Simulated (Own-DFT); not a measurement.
# Shaking the atoms of 4H SiC, 128 atoms (C64Si64)

These are calculations, not measurements. The program, named Own-DFT, is a retired in-house plane-wave density functional code that no person has reviewed. Each row is one single-point run on a periodic cell that was not relaxed, without spin or spin-orbit coupling.

Settings of every run: PBE; PseudoDojo norm-conserving scalar-relativistic files; cutoff 42 hartree; 3 x 3 x 3 k mesh centred on Gamma; Fermi-Dirac smearing of 0.1 eV.

Known limits, some of them of some rows only: some atoms lie very close together; forces on such cells passed a denser k mesh, each cell not checked; stress not checked against mesh or cutoff.

Cell vectors in Å: (12.331, 0.000, 0.000); (-6.165, 10.679, 0.000); (0.000, 0.000, 10.068). In each run every atom was moved at random and independently from its ideal site; u is the rms move along one axis. E is the free energy for each atom above the fitted value at u = 0, and F the rms of the force components.

```
run,u (Å),E (meV/atom),F (eV/Å),largest force (eV/Å),P (GPa)
1,0.0294,32.6,0.840,2.87,3.72
2,0.0310,36.7,0.913,3.09,3.76
3,0.0320,39.8,0.947,4.17,3.91
4,0.0586,130.9,1.744,7.45,6.13
5,0.0599,135.3,1.785,6.90,6.28
6,0.0630,?,?,?,?
7,0.0953,326.9,2.917,15.57,10.75
8,0.1004,394.6,3.357,12.14,12.27
9,0.1065,444.1,3.463,14.16,13.27
```

## Worked fit

For small independent moves the energy grows as E = (3/2) K u², with K the mean stiffness felt by one atom. The runs with u up to 0.11 Å give K = 25.4 ± 0.4 eV/Å², with residuals divided by u² + 0.0006 Å², since the noise grows with the moves. The scatter is 3.2 meV/atom at u = 0.05 Å. The forces follow F = G u with G = 30.5 eV/Å²; no force at u = 0 is resolved. G exceeds K because the moves of its neighbours add to the force on an atom, and stiffness differs between atoms. The pressure follows P = 2.96 + 902 u² GPa: at fixed volume, shortened bonds push harder than stretched ones pull.

## Withheld run

Question: what energy and rms force should run 6 give?

The fit gives 151 ± 5 meV/atom and about 1.92 eV/Å. The calculation gave 153.1 meV/atom and 1.918 eV/Å.
